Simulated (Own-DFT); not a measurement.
GaP (zincblende, atoms displaced) (calculated)

All values are calculated (Own-DFT development build). A calculation, not a measurement: plane-wave PBE density functional theory by an unreviewed code, no spin, of a simulated periodic cell, stress positive in tension, free energy of the whole cell less one offset for each atom, forces on such cells passed a denser k mesh, this cell's mesh not checked; offsets are fitted by least squares, one for each functional and potential file, so energies compare only between cells with the same atoms and settings and are not formation energies; the far tail of each file's local potential was reset to the Coulomb form; each entry is a single point on an unrelaxed cell, so the pressure reflects the starting lattice, mostly measured values (interpolated for alloys), from which strain is counted, and rises with the displacements; printed positions are rounded, which can move forces by about a meV/angstrom; the program, named Own-DFT, is a retired in-house code; no spin-orbit coupling.

Settings shared by all entries: functional PBE; potential files PseudoDojo norm-conserving, scalar-relativistic, standard set; wave cutoff 42 hartree; occupations Fermi-Dirac; smearing width 0.1 eV; hardware one NVIDIA H200; k mesh 2 x 3 x 3 centred on Gamma.

```json
{"entry": 1, "formula": "GaP", "kind": "zincblende, atoms displaced", "structure": {"cell_angstrom": [[16.3515, 0.0, 0.0], [0.0, 10.901, 0.0], [0.0, 0.0, 10.901]], "atoms_fractional": [["Ga", 0.00446, 0.0006, 0.99627], ["Ga", 0.00795, 0.26007, 0.24146], ["Ga", 0.16287, 0.98919, 0.23616], ["Ga", 0.17412, 0.25141, 0.00048], ["P", 0.0869, 0.12146, 0.1269], ["P", 0.08708, 0.38646, 0.36222], ["P", 0.24437, 0.13005, 0.3631], ["P", 0.25118, 0.36934, 0.12646], ["Ga", 0.99856, 0.00775, 0.49148], ["Ga", 0.00472, 0.25809, 0.7456], ["Ga", 0.16954, 0.00728, 0.74637], ["Ga", 0.15427, 0.25129, 0.50026], ["P", 0.08137, 0.11856, 0.62122], ["P", 0.07825, 0.37284, 0.85904], ["P", 0.24843, 0.12911, 0.87242], ["P", 0.24583, 0.38943, 0.62667], ["Ga", 0.00058, 0.49056, 0.99391], ["Ga", 0.00953, 0.75714, 0.25178], ["Ga", 0.17077, 0.50519, 0.24792], ["Ga", 0.16544, 0.74993, 0.0142], ["P", 0.09375, 0.6299, 0.12572], ["P", 0.08294, 0.86833, 0.38483], ["P", 0.25747, 0.61395, 0.39025], ["P", 0.24615, 0.87396, 0.14634], ["Ga", 0.00135, 0.47983, 0.48791], ["Ga", 0.99684, 0.74922, 0.75206], ["Ga", 0.16436, 0.49181, 0.73109], ["Ga", 0.16586, 0.7535, 0.50294], ["P", 0.08917, 0.62347, 0.6403], ["P", 0.08509, 0.88053, 0.85004], ["P", 0.25426, 0.63573, 0.86846], ["P", 0.24921, 0.86616, 0.62828], ["Ga", 0.32794, 0.9894, 0.00218], ["Ga", 0.33837, 0.26005, 0.24555], ["Ga", 0.50516, 0.99988, 0.24003], ["Ga", 0.50256, 0.25355, 0.00395], ["P", 0.41249, 0.1389, 0.12617], ["P", 0.42279, 0.3721, 0.37997], ["P", 0.5833, 0.12969, 0.37933], ["P", 0.59023, 0.38058, 0.12356], ["Ga", 0.3234, 0.98988, 0.50251], ["Ga", 0.32799, 0.24118, 0.74536], ["Ga", 0.50131, 0.00215, 0.74606], ["Ga", 0.49718, 0.23722, 0.49507], ["P", 0.41919, 0.13147, 0.64151], ["P", 0.42409, 0.36073, 0.87373], ["P", 0.57672, 0.1409, 0.86805], ["P", 0.57896, 0.38903, 0.6265], ["Ga", 0.33298, 0.48691, 0.99559], ["Ga", 0.34058, 0.74511, 0.2505], ["Ga", 0.50513, 0.50537, 0.23585], ["Ga", 0.50118, 0.74119, 0.02364], ["P", 0.4175, 0.62924, 0.1216], ["P", 0.42659, 0.85602, 0.37697], ["P", 0.58208, 0.62365, 0.38469], ["P", 0.58381, 0.86908, 0.1161], ["Ga", 0.32768, 0.49923, 0.50221], ["Ga", 0.34004, 0.76034, 0.75769], ["Ga", 0.50406, 0.49084, 0.74947], ["Ga", 0.51042, 0.75119, 0.51474], ["P", 0.41223, 0.61915, 0.6387], ["P", 0.4099, 0.89031, 0.88097], ["P", 0.5916, 0.62605, 0.87651], ["P", 0.5956, 0.87, 0.61461], ["Ga", 0.66144, 0.01071, 0.00069], ["Ga", 0.66616, 0.2471, 0.25137], ["Ga", 0.84157, 0.01468, 0.24159], ["Ga", 0.82911, 0.2558, 0.00311], ["P", 0.75182, 0.12294, 0.11881], ["P", 0.76533, 0.38129, 0.36594], ["P", 0.92091, 0.12257, 0.36794], ["P", 0.91831, 0.38619, 0.12174], ["Ga", 0.67394, 0.99224, 0.50988], ["Ga", 0.66392, 0.23993, 0.74423], ["Ga", 0.84742, 0.99061, 0.76004], ["Ga", 0.81897, 0.2303, 0.5028], ["P", 0.7535, 0.12362, 0.61867], ["P", 0.7439, 0.37515, 0.86864], ["P", 0.91068, 0.11854, 0.86532], ["P", 0.91325, 0.38622, 0.63267], ["Ga", 0.68079, 0.49767, 0.9759], ["Ga", 0.6718, 0.75437, 0.23832], ["Ga", 0.83711, 0.49754, 0.24387], ["Ga", 0.84082, 0.74779, 0.01217], ["P", 0.74204, 0.64378, 0.12877], ["P", 0.7568, 0.87704, 0.37076], ["P", 0.91388, 0.61685, 0.37568], ["P", 0.90391, 0.88148, 0.13271], ["Ga", 0.66087, 0.50933, 0.50067], ["Ga", 0.66536, 0.74123, 0.74893], ["Ga", 0.81954, 0.49635, 0.74212], ["Ga", 0.82696, 0.73367, 0.50127], ["P", 0.74047, 0.62662, 0.6465], ["P", 0.75575, 0.88473, 0.87846], ["P", 0.92211, 0.63324, 0.87292], ["P", 0.90972, 0.8822, 0.62418]]}, "results": {"free_energy_of_cell_above_offsets [eV]": "-37.146", "pressure [GPa]": 5.19, "stress_xx [GPa]": -5.1, "stress_yy [GPa]": -5.43, "stress_zz [GPa]": -5.04, "stress_yz [GPa]": -0.63, "stress_xz [GPa]": 1.53, "stress_xy [GPa]": 0.64, "force_element": ["Ga", "Ga", "Ga", "Ga", "P", "P", "P", "P", "Ga", "Ga", "Ga", "Ga", "P", "P", "P", "P", "Ga", "Ga", "Ga", "Ga", "P", "P", "P", "P", "Ga", "Ga", "Ga", "Ga", "P", "P", "P", "P", "Ga", "Ga", "Ga", "Ga", "P", "P", "P", "P", "Ga", "Ga", "Ga", "Ga", "P", "P", "P", "P", "Ga", "Ga", "Ga", "Ga", "P", "P", "P", "P", "Ga", "Ga", "Ga", "Ga", "P", "P", "P", "P", "Ga", "Ga", "Ga", "Ga", "P", "P", "P", "P", "Ga", "Ga", "Ga", "Ga", "P", "P", "P", "P", "Ga", "Ga", "Ga", "Ga", "P", "P", "P", "P", "Ga", "Ga", "Ga", "Ga", "P", "P", "P", "P"], "force_x [eV/angstrom]": [-0.884, -0.882, -1.108, -1.599, -0.496, 0.138, 0.25, -0.165, -0.159, -2.414, 0.362, 1.586, -0.289, 2.514, 0.126, 1.608, 0.632, -1.989, 1.284, 1.656, -2.655, 0.318, -2.16, 2.301, -1.024, 0.447, -0.31, 0.37, -2.179, -0.125, -0.95, 0.003, -0.87, -0.477, -0.854, 0.013, 0.961, -0.863, 0.986, 0.375, 1.328, 0.133, 0.468, -0.087, -0.574, -1.568, 0.752, 1.627, 0.354, -0.717, -0.212, 0.613, -1.643, -0.567, 0.025, 0.761, 3.008, -0.326, -1.404, -1.959, 1.083, 2.694, -2.229, -1.353, 0.313, 0.881, -1.828, 0.679, -0.816, -2.829, -0.105, 0.057, 0.421, 0.111, -2.981, 3.728, -2.038, 2.373, 2.559, 0.16, -2.464, -2.341, -0.409, -1.092, 3.233, -0.373, 1.197, 4.08, 1.668, -0.589, 1.986, 0.207, 1.66, -1.101, -1.661, 1.629], "force_y [eV/angstrom]": [-0.35, -0.625, 1.733, -0.064, 0.755, -1.393, -0.347, 1.284, -1.4, -2.024, -0.26, 0.184, 0.905, 0.815, -0.957, -3.899, 1.6, -0.802, 0.354, 1.387, -1.581, 1.395, 2.738, -1.733, 2.053, 0.84, 1.351, -1.575, 1.197, -0.445, -1.348, 0.748, 1.878, -0.246, 0.171, 0.195, -2.248, 1.155, -1.722, -0.142, 0.954, 1.822, -0.787, 1.157, -1.139, 1.131, -1.942, -3.022, 1.014, -0.113, -0.248, 0.831, -2.392, 1.962, 1.018, 1.699, -1.442, -0.614, 1.831, -1.49, 0.578, -1.479, -0.279, 0.554, -0.537, 0.768, 0.027, -0.15, 0.696, -1.505, 2.137, -1.636, 1.0, 1.31, -0.52, 3.703, -2.518, -3.075, 3.378, -1.709, 2.623, 1.994, 2.087, -0.002, -4.308, 0.088, 0.646, -1.072, -1.206, 3.35, 0.206, 0.803, -1.105, -1.074, -1.597, -1.985], "force_z [eV/angstrom]": [-0.436, 0.254, 3.154, -0.564, -1.198, 0.352, 0.808, -0.006, 0.812, -1.019, -0.515, -0.628, 0.216, 2.506, 0.581, -1.441, -0.56, -0.361, 0.19, -2.906, 0.548, -0.581, -2.925, -2.448, 1.556, -1.464, 3.705, 0.492, -2.724, 2.806, 1.233, 0.44, 1.363, 1.776, 0.863, 0.927, -0.891, -0.681, -0.438, -0.842, -0.998, 0.408, 0.519, 1.334, -2.561, -0.361, 0.785, -1.827, -0.92, 1.226, 1.535, -3.497, 0.506, 0.097, -2.231, 0.864, 1.208, -0.372, 1.797, -0.558, -0.633, -0.439, 0.564, 2.702, -1.336, 0.125, 1.245, -0.991, 0.94, 1.677, 0.247, -0.435, -2.32, -0.966, -0.911, -3.046, 3.865, -1.404, 2.481, -1.218, 3.663, 3.56, -0.472, -1.337, -2.813, -0.058, -0.103, -0.961, 0.268, 2.204, 1.119, 0.329, -3.905, 0.147, 1.192, -1.88], "wall_time [s]": 960.6}}
{"entry": 2, "formula": "GaP", "kind": "zincblende, atoms displaced", "structure": {"cell_angstrom": [[16.3515, 0.0, 0.0], [0.0, 10.901, 0.0], [0.0, 0.0, 10.901]], "atoms_fractional": [["Ga", 0.99853, 0.99349, 0.99334], ["Ga", 0.99346, 0.24695, 0.25179], ["Ga", 0.16582, 0.01461, 0.25547], ["Ga", 0.17533, 0.26057, 0.01207], ["P", 0.07592, 0.1264, 0.12512], ["P", 0.07593, 0.38469, 0.38174], ["P", 0.24723, 0.12981, 0.3725], ["P", 0.25195, 0.37188, 0.12976], ["Ga", 0.00438, 0.00658, 0.50779], ["Ga", 0.00528, 0.25815, 0.74851], ["Ga", 0.17386, 0.00627, 0.75921], ["Ga", 0.16661, 0.2427, 0.5001], ["P", 0.07723, 0.12304, 0.61578], ["P", 0.08073, 0.36084, 0.859], ["P", 0.24612, 0.10812, 0.87825], ["P", 0.25151, 0.38557, 0.6243], ["Ga", 0.00773, 0.50483, 0.99029], ["Ga", 0.99334, 0.74863, 0.26618], ["Ga", 0.17691, 0.49888, 0.25095], ["Ga", 0.18, 0.7651, 0.01062], ["P", 0.07374, 0.61001, 0.11097], ["P", 0.08715, 0.883, 0.3756], ["P", 0.24877, 0.63106, 0.37452], ["P", 0.23517, 0.86848, 0.11369], ["Ga", 0.00367, 0.49043, 0.49414], ["Ga", 0.99914, 0.7438, 0.74751], ["Ga", 0.15913, 0.50463, 0.75179], ["Ga", 0.1727, 0.74688, 0.50037], ["P", 0.08701, 0.62002, 0.61978], ["P", 0.08231, 0.88867, 0.87481], ["P", 0.26132, 0.646, 0.86755], ["P", 0.2563, 0.87764, 0.62508], ["Ga", 0.34342, 0.99258, 0.98906], ["Ga", 0.33501, 0.2573, 0.25773], ["Ga", 0.49789, 0.99936, 0.25989], ["Ga", 0.50324, 0.25901, 0.99922], ["P", 0.40506, 0.10863, 0.12958], ["P", 0.41476, 0.36955, 0.37375], ["P", 0.58625, 0.12917, 0.37525], ["P", 0.5958, 0.38686, 0.119], ["Ga", 0.33457, 0.0096, 0.49883], ["Ga", 0.33063, 0.23817, 0.74155], ["Ga", 0.4935, 0.00496, 0.73774], ["Ga", 0.50023, 0.26056, 0.51199], ["P", 0.41937, 0.13249, 0.6045], ["P", 0.42292, 0.36921, 0.86231], ["P", 0.57726, 0.14082, 0.88225], ["P", 0.57616, 0.37342, 0.65076], ["Ga", 0.32321, 0.51166, 0.98925], ["Ga", 0.33243, 0.74161, 0.26156], ["Ga", 0.51342, 0.49527, 0.25951], ["Ga", 0.50191, 0.764, 0.99557], ["P", 0.42458, 0.6203, 0.12164], ["P", 0.41952, 0.88163, 0.37819], ["P", 0.58709, 0.61681, 0.3694], ["P", 0.59303, 0.89106, 0.13092], ["Ga", 0.33599, 0.49408, 0.49404], ["Ga", 0.33838, 0.75285, 0.75522], ["Ga", 0.51032, 0.51045, 0.76505], ["Ga", 0.49754, 0.74438, 0.50265], ["P", 0.41323, 0.61994, 0.62925], ["P", 0.41949, 0.8768, 0.87085], ["P", 0.57843, 0.61378, 0.87709], ["P", 0.58396, 0.87996, 0.62059], ["Ga", 0.67342, 0.985, 0.98247], ["Ga", 0.66321, 0.24281, 0.25003], ["Ga", 0.84704, 0.99445, 0.24195], ["Ga", 0.82463, 0.26282, 0.00503], ["P", 0.76532, 0.12259, 0.11479], ["P", 0.75737, 0.4047, 0.38235], ["P", 0.92241, 0.1297, 0.3816], ["P", 0.92332, 0.38368, 0.12239], ["Ga", 0.66086, 0.01071, 0.51382], ["Ga", 0.66206, 0.24789, 0.74223], ["Ga", 0.84514, 0.00863, 0.75193], ["Ga", 0.82637, 0.2435, 0.51691], ["P", 0.76434, 0.11187, 0.61192], ["P", 0.74396, 0.36926, 0.87008], ["P", 0.91916, 0.12543, 0.87608], ["P", 0.91699, 0.36922, 0.62012], ["Ga", 0.66486, 0.51126, 0.98542], ["Ga", 0.66993, 0.75191, 0.24985], ["Ga", 0.82085, 0.50044, 0.24525], ["Ga", 0.83112, 0.74248, 0.992], ["P", 0.73649, 0.60561, 0.11215], ["P", 0.75369, 0.87547, 0.36163], ["P", 0.92444, 0.62959, 0.39859], ["P", 0.91651, 0.87756, 0.11614], ["Ga", 0.67172, 0.50732, 0.47311], ["Ga", 0.6633, 0.75634, 0.7558], ["Ga", 0.84549, 0.49704, 0.76149], ["Ga", 0.83224, 0.73868, 0.4957], ["P", 0.74383, 0.63089, 0.62857], ["P", 0.75768, 0.86187, 0.88831], ["P", 0.92444, 0.62555, 0.89541], ["P", 0.91373, 0.88186, 0.6257]]}, "results": {"free_energy_of_cell_above_offsets [eV]": "-32.790", "pressure [GPa]": 5.84, "stress_xx [GPa]": -5.56, "stress_yy [GPa]": -5.98, "stress_zz [GPa]": -5.98, "stress_yz [GPa]": -1.32, "stress_xz [GPa]": -0.88, "stress_xy [GPa]": -1.22, "force_element": ["Ga", "Ga", "Ga", "Ga", "P", "P", "P", "P", "Ga", "Ga", "Ga", "Ga", "P", "P", "P", "P", "Ga", "Ga", "Ga", "Ga", "P", "P", "P", "P", "Ga", "Ga", "Ga", "Ga", "P", "P", "P", "P", "Ga", "Ga", "Ga", "Ga", "P", "P", "P", "P", "Ga", "Ga", "Ga", "Ga", "P", "P", "P", "P", "Ga", "Ga", "Ga", "Ga", "P", "P", "P", "P", "Ga", "Ga", "Ga", "Ga", "P", "P", "P", "P", "Ga", "Ga", "Ga", "Ga", "P", "P", "P", "P", "Ga", "Ga", "Ga", "Ga", "P", "P", "P", "P", "Ga", "Ga", "Ga", "Ga", "P", "P", "P", "P", "Ga", "Ga", "Ga", "Ga", "P", "P", "P", "P"], "force_x [eV/angstrom]": [-0.007, 0.81, -0.773, -2.285, 0.952, 3.418, 1.135, 1.41, -1.594, -2.678, -2.765, -0.714, 2.782, 3.004, 2.631, -0.641, -0.798, 1.019, -2.577, -7.245, 3.95, -0.221, 0.493, 7.498, -1.634, 0.317, 1.508, -0.968, -0.915, 1.077, -3.841, -0.329, -2.36, -0.567, 0.693, -1.285, 1.718, 1.981, -1.197, -1.416, -0.528, 0.073, 0.813, 1.215, -1.15, -1.687, 1.661, 0.908, 2.215, 1.234, -1.992, 0.734, -0.779, -0.94, -0.847, -1.195, -0.499, 1.06, -4.197, 0.229, 1.152, 0.954, 1.845, -0.777, -0.916, 2.094, -1.063, 2.023, -2.393, 0.656, -1.595, -1.453, 1.254, 1.282, -0.811, 2.42, -3.656, 0.629, 0.045, 0.199, -0.018, -0.194, 3.16, 0.945, 2.744, 0.192, -1.01, 0.643, -1.483, 0.327, -1.198, -1.092, 0.675, -1.035, -1.115, 0.651], "force_y [eV/angstrom]": [1.105, 1.147, -1.08, -2.143, 0.376, -2.921, 0.251, 1.542, -2.134, -2.939, -1.832, 1.511, 1.544, 2.784, 3.326, -1.256, -3.779, 0.608, 0.289, -7.494, 3.267, -0.815, -1.552, 7.651, 1.619, 0.999, -0.138, 1.264, 0.773, -2.209, -1.811, 0.1, -0.071, -1.76, 0.618, 0.628, 1.871, 1.144, 0.153, -1.614, -0.759, 0.658, 0.632, 0.7, -1.033, 0.469, -3.147, 0.749, -1.369, 1.264, -0.987, -0.715, 0.33, -1.378, 3.161, -0.973, 0.794, 1.201, -2.374, -0.104, 0.003, -0.152, 5.371, -0.77, 2.6, 0.912, 1.361, 0.557, -1.035, -5.849, -0.68, -0.096, -0.497, -1.138, -1.028, 3.184, -1.533, 0.956, 1.782, 0.668, -2.837, -0.393, 1.111, -1.448, 3.426, 0.212, -1.011, -2.202, 0.928, -0.378, 0.195, 1.855, -0.847, 1.556, 0.522, -1.455], "force_z [eV/angstrom]": [0.618, -0.316, -1.476, -1.601, -0.226, -2.972, 0.328, -0.007, -1.636, -2.258, -2.962, 0.383, 2.723, 3.539, 1.872, 0.283, -0.99, -1.659, -0.17, -7.485, 3.579, 0.386, 0.623, 8.24, 2.676, 0.051, 0.214, 0.465, 0.032, -0.871, 1.277, 0.238, 0.926, -1.198, -1.26, 1.813, 0.56, 0.353, 1.122, 0.778, -0.572, 0.399, 0.586, -1.348, 1.954, 0.852, -1.728, -3.235, 0.829, -2.134, -1.966, 1.45, 0.494, 0.437, 0.74, -0.434, 0.29, -2.303, -3.104, -0.214, -0.087, -0.999, 1.825, 1.037, 1.478, -1.234, 1.189, -0.688, 1.523, 0.172, 0.229, 0.058, -1.815, 0.561, 0.502, -3.401, 3.033, -0.443, 0.576, 0.786, -1.255, -0.795, -1.881, 3.039, 2.086, 1.31, -1.884, 0.169, 4.618, -0.093, -0.483, 1.07, 0.004, -3.813, -2.776, -0.605], "wall_time [s]": 959.7}}
```
